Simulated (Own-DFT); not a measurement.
Hf31SiO64 (monoclinic hafnia with substituted atoms, atoms displaced) (calculated)

All values are calculated (Own-DFT development build). A calculation, not a measurement: plane-wave PBE and HSE06 DFT by an unreviewed code, no spin, of a simulated cell at Gamma alone, so results move with cell size and shape, stress positive in tension, energies less offsets, not probed for a lower state with spin; hafnium file: forces about 75 meV/angstrom off all-electron values; oxygen file: force components 24 meV/angstrom off all-electron in a glass; k mesh not checked against a denser one; forces and stress are PBE's, HSE06 gives the energy alone, and its difference from PBE has offsets of its own; offsets are fitted by least squares, one for each functional and potential file, so energies compare only between cells with the same atoms and settings and are not formation energies; the far tail of each file's local potential was reset to the Coulomb form; each entry is a single point on an unrelaxed cell, so the pressure reflects the starting lattice, mostly measured values, from which strain is counted, and rises with the displacements; printed positions are rounded, which can move forces by about a meV/angstrom; the program is a retired in-house code; no spin-orbit coupling.

```xyz
96
Lattice="10.2340 0.0000 0.0000 0.0000 10.3500 0.0000 -1.6955 0.0000 10.4453" Properties=species:S:1:pos:R:3:force_x:R:1:force_y:R:1:force_z:R:1 formula=Hf31SiO64 first_functional=PBE second_functional=HSE06 exact_exchange_share=0.25 screening=0.11 exchange_divergence=Gygi-Baldereschi potential_files=PseudoDojo_norm-conserving,scalar-relativistic,made_for_PBE,standard_set wave_cutoff=48 occupations=fixed k_mesh=1_x_1_x_1_centred_on_Gamma PBE_energy_of_cell_above_offsets=-79.274 HSE06_less_PBE_above_offsets=0.594 PBE_pressure=6.97 PBE_stress_xx=-6.24 PBE_stress_yy=-7.78 PBE_stress_zz=-6.89 PBE_stress_yz=0.47 PBE_stress_xz=0.16 PBE_stress_xy=-1.04
Hf     1.1980     0.1758     1.2579      0.014     -0.516     -3.653
Hf     3.4634     2.7885     1.5064      1.199      1.314      0.011
Hf     2.9582     4.9670     4.1398      1.176     -0.585     -1.753
Hf     0.8108     2.3510     3.7038      0.445      0.911      0.904
O      0.0613     1.7247     1.8813     -1.531      0.324     -0.558
O      4.6650     4.3763     0.7940      -0.61     -2.223      1.483
O      4.1484     3.4303     3.5057      0.713     -0.479     -1.232
O     -0.4165     0.8597     4.5329      2.367      1.067      1.184
O      1.8113     3.9225     2.5295     -0.005     -0.487     -0.385
O      2.7724     1.3725     0.0449       0.04      0.516      0.651
O      2.4242     1.3585     2.6667     -0.391     -1.072      0.269
O      1.5283     3.6959     5.2197     -1.113      2.614     -1.205
Si     0.2322     0.2520     6.3447     -1.847      -0.43     -0.222
Hf     2.6062     2.8441     6.7925      0.123     -2.075      -0.86
Hf     2.1216     4.9566     9.2992      1.221       0.25      1.656
Hf    -0.1333     2.3124     8.9969      1.775      0.336     -1.349
O     -0.7739     1.6031     7.0062      1.637       -0.5      0.226
O      3.8471     4.3298     5.9049      -1.36     -1.218      1.633
O      3.1871     3.3345     8.6169      2.214      0.406      1.039
O     -1.2715     0.9536     9.6296     -1.122     -0.799      1.124
O      1.1172     3.9409     7.6830     -2.091      0.484     -0.311
O      1.9495     1.3801     5.2001     -0.419     -1.359      1.239
O      1.5539     1.0895     7.8746     -1.192      2.145     -1.459
O      0.6812     3.9777    10.3664     -1.699     -1.732      0.044
Hf     1.1267     5.3141     1.0635      2.768      2.208      1.603
Hf     3.5074     8.0461     1.4344     -0.361     -2.145      2.155
Hf     3.0022    10.2242     4.0879      1.043      -2.05      0.841
Hf     0.8406     7.5210     3.6973     -0.151      1.691     -0.678
O      0.0913     6.9895     1.8543      -0.75     -1.298     -1.958
O      4.5161     9.5486     0.8328      1.687      1.082     -1.245
O      4.2603     8.6847     3.3572     -0.921      0.708      0.745
O     -0.3708     6.0340     4.3006      0.206     -1.068      1.755
O      1.8638     9.0596     2.4025      0.369      0.186      1.915
O      2.7530     6.5607     0.0974     -0.176      0.218     -0.068
O      2.3807     6.3492     2.7247     -0.429      0.424     -0.278
O      1.4639     8.9116     5.0785     -0.955      1.754      0.319
Hf     0.3720     5.4338     6.2602     -0.228     -0.669      0.773
Hf     2.6403     7.8548     6.7271     -2.079        3.8      0.261
Hf     2.1741    10.0700     9.2171      0.209      0.724      2.492
Hf    -0.1674     7.5531     8.9624      2.269      2.405     -0.772
O     -0.9039     6.7561     7.0250      0.178      0.463      0.392
O      3.5485     9.4681     5.9485      3.161      0.942      1.316
O      3.5014     8.6442     8.5839     -0.506      0.239     -0.033
O     -1.1266     6.0237     9.5783      -3.05     -2.032       0.68
O      1.1070     9.1496     7.7982     -1.376     -1.629     -1.984
O      2.0158     6.6483     5.2727     -0.769     -3.494      0.251
O      1.4972     6.4220     7.9584       -0.3      0.641     -1.052
O      0.5620     9.1294    10.4142     -0.094     -0.785     -1.894
Hf     6.2817     0.2177     1.1490      0.197     -3.649     -1.158
Hf     8.5031     2.7253     1.4579       1.43      0.435      2.361
Hf     8.1437     4.9413     4.1466      0.019      0.073      0.025
Hf     6.0108     2.3153     3.7509     -2.296      0.474       0.69
O      5.2972     1.6248     1.8174      -3.47      3.712      0.816
O      9.7072     4.2468     0.7492     -0.721     -0.086     -0.114
O      9.3291     3.4496     3.4587     -0.652      -0.06     -0.438
O      4.7796     0.9091     4.3695     -0.218     -0.803       1.13
O      7.0218     3.9514     2.5635      0.418     -1.384     -0.707
O      7.8479     1.2781     0.1617      0.906      1.367     -0.466
O      7.3990     1.2170     2.6588      2.423      0.258      1.345
O      6.6939     3.7179     5.1384     -1.004      1.222     -0.336
Hf     5.4991     0.1498     6.4817     -0.965      0.096     -4.075
Hf     7.7979     2.8596     6.7416     -1.788     -2.828     -0.344
Hf     7.2405     5.0320     9.3854      1.206     -1.173     -1.725
Hf     5.2402     2.2369     8.9331     -3.984      2.217     -0.947
O      4.3900     1.7331     7.0365      0.554     -0.446      0.283
O      8.8512     4.2319     6.0911      3.084      3.121     -1.567
O      8.3237     3.4214     8.5626      1.644       0.42      2.562
O      3.8574     0.9897     9.6891       0.67      -0.74     -0.583
O      6.1830     3.9618     7.7696     -0.887      0.555      -0.58
O      7.0602     1.2833     5.5282     -0.265     -0.074     -1.337
O      6.6864     1.0996     7.9561     -1.111      1.566       -0.3
O      5.7262     3.8395    10.2414      0.337     -0.899      1.035
Hf     6.4958     5.2472     1.0490     -4.697      1.967      1.127
Hf     8.4686     7.8683     1.4827      1.904      3.423      2.061
Hf     8.2311    10.2252     4.1506     -1.842     -3.223      0.656
Hf     5.9572     7.4485     3.6998     -0.498      3.275     -0.143
O      5.2141     6.9687     1.9619      0.225     -1.812     -2.995
O      9.7158     9.5040     0.8415      0.465      0.088      0.449
O      9.3299     8.6858     3.5289      -0.24     -0.335     -0.733
O      4.7701     6.0474     4.3293     -1.167     -1.691      1.486
O      6.9453     8.9813     2.4568      0.735      0.968     -0.399
O      7.8852     6.4662     0.1579      0.856      0.061     -1.965
O      7.5631     6.4053     2.6954      0.267     -0.826      0.519
O      6.6791     9.0951     5.1580     -0.644     -0.256      0.958
Hf     5.3837     5.3590     6.3070      2.832     -0.576     -1.656
Hf     7.6083     7.9783     6.8473      4.017      0.662     -3.928
Hf     7.1475    10.2227     9.3979      6.188     -2.309      0.978
Hf     5.1884     7.5448     8.7381     -6.418      0.977      6.668
O      4.3471     6.8619     6.9501     -0.144      0.334       0.67
O      8.9706     9.5237     6.1809      1.648        1.1     -0.551
O      8.4471     8.7283     8.5339      0.672     -0.403      1.977
O      3.8239     5.9029     9.8101      1.903       2.29     -2.723
O      6.2013     8.9328     7.8548     -1.763       3.85      -1.81
O      6.9851     6.5795     5.3804      0.526       -1.7      0.137
O      6.5376     6.5890     7.9812      4.243     -4.892      -1.26
O      5.9167     9.1515    10.3181     -3.882     -3.552      0.886
```

Units: screening in 1/bohr; wave_cutoff in hartree; PBE_energy_of_cell_above_offsets, HSE06_less_PBE_above_offsets in eV; PBE_pressure, PBE_stress_xx, PBE_stress_yy, PBE_stress_zz, PBE_stress_yz, PBE_stress_xz, PBE_stress_xy in GPa; force_x, force_y, force_z in eV/Å.
